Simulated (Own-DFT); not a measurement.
# Response to strain: wurtzite AlN, 128 atoms (Al64N64)

All numbers below are calculated, not measured. The program, named Own-DFT, is a retired in-house plane-wave density functional code that no person has reviewed. Each row is one single-point run on a periodic cell that was not relaxed, without spin or spin-orbit coupling.

Settings of every run: PBE; PseudoDojo norm-conserving scalar-relativistic files; cutoff 42 hartree; 2 x 2 x 2 k mesh centred on Gamma; Fermi-Dirac smearing of 0.1 eV.

Known limits: forces on such cells passed a denser k mesh, each cell not checked; stress not checked against mesh or cutoff.

Unstrained cell vectors in Å: (12.448, 0.000, 0.000); (-6.224, 10.780, 0.000); (0.000, 0.000, 9.964). The unstrained cell has measured lattice constants (interpolated for alloys), not those of this functional. That, the random moves and any unrelaxed bonds set the pressure at no strain. Each run strains this cell uniformly, with the atoms carried along. Every atom was also moved at random, by a Gaussian of width 0.05 Å on each axis. Strain is the symmetric tensor, in per cent. Stress is positive in tension, and the pressure is minus a third of its trace.

```
run  e_xx (%)  e_yy (%)  e_zz (%)  e_yz (%)  e_xz (%)  e_xy (%)  s_xx (GPa)  s_yy (GPa)  s_zz (GPa)  s_yz (GPa)  s_xz (GPa)  s_xy (GPa)  P (GPa)  E (meV/atom)
  1     -0.73      0.81     -1.20      0.43     -0.40     -0.93       -8.29       -4.16      -11.58        1.07       -0.52       -4.07     8.01           4.2
  2     -1.42      1.50     -0.12      1.35      1.95     -0.76      -12.98       -0.23       -4.91        3.38        4.53       -1.18     6.04          13.0
  3     -0.79     -1.38     -1.03      1.18      0.72     -0.10      -12.39      -14.63      -11.85        2.86        1.92       -0.28    12.96          24.6
  4      0.76     -1.29     -1.50      1.02      1.31      1.52       -4.53      -13.60      -12.99        2.62        3.29        5.64    10.37          33.2
  5     -1.55     -1.69     -1.79      1.40      0.83     -1.10      -17.16      -19.69      -16.18        3.66        2.18       -4.38    17.68          50.1
  6      1.83      1.28      1.66      1.99      0.38     -0.65        3.43        1.57        3.71        5.38        1.19       -3.05    -2.91          16.6
  7     -0.02     -0.05     -0.31      1.71      1.65      1.48       -6.58       -5.59       -7.17        4.01        4.38        5.52     6.45           0.0
  8      1.66     -0.61     -1.60     -1.78     -0.17     -0.98       -0.11       -7.70      -12.13       -4.68       -0.80       -3.68     6.65           6.5
  9      0.48      0.62      1.00     -0.95     -1.60     -1.35       -1.79       -3.95       -0.38       -3.09       -3.91       -5.74     2.04          17.6
 10     -1.25      1.33      1.26      0.99     -0.06     -1.90      -10.02       -0.39       -0.34        2.14        0.36       -6.42     3.58          12.5
 11     -0.78     -1.14     -0.54      1.43     -2.00     -0.34      -10.42      -14.21       -9.99        3.92       -5.47       -2.05    11.54          24.8
 12      1.26     -0.93     -0.58      1.03      1.75     -1.31       -2.62       -7.93       -7.64        2.38        4.45       -4.38     6.06           5.0
 13      0.49     -1.74     -0.76     -0.71      1.28     -1.28       -5.69      -16.12      -10.39       -1.99        2.61       -5.91    10.73          33.6
 14     -1.69      0.15     -1.35     -1.61     -1.15     -1.44      -15.57       -7.48      -14.23       -4.96       -2.98       -5.18    12.43          27.1
 15      1.40      0.39     -1.30     -1.17      1.76     -1.03           ?           ?           ?           ?           ?           ?        ?             ?
```

E is the free energy for each atom above the lowest run shown.

## Worked fit

Each stress component was fitted by least squares to a constant and the strains of the runs shown, as fractions, with shears doubled. Shear strains stay in the fit of a normal stress only where such slopes are resolved. The slopes, in GPa:

| stress | at no strain | per e_xx | per e_yy | per e_zz | scatter |
|---|---|---|---|---|---|
| s_xx | -6.4 | 471 ± 24 | 89 ± 33 | 62 ± 36 | 0.97 |
| s_yy | -6.8 | 134 ± 31 | 551 ± 43 | -5 ± 47 | 1.26 |
| s_zz | -5.8 | 80 ± 16 | 78 ± 22 | 450 ± 24 | 0.64 |

Each shear stress against twice its own strain: yz 142 ± 4, xz 124 ± 5, xy 184 ± 11 GPa. These are stiffnesses along x, y and z of the frame in which the cell vectors are given, which need not be the crystal's axes. The atoms are held to the strained lattice; where symmetry lets them move under strain, relaxing them would lower some slopes. The table should be nearly symmetric about its diagonal, and what it lacks of that shows the noise. A ninth of its sum, 212 ± 6 GPa, estimates the bulk modulus near the mean pressure of these runs, 8.0 GPa, so it lies above the value at zero pressure.

## Withheld run

Question: what normal stresses and pressure should run 15 give?

The fit gives s_xx = -0.2, s_yy = -2.7, s_zz = -10.2 and P = 4.4 GPa. The calculation gave -0.33, -3.80, -9.99 and P = 4.71 GPa.
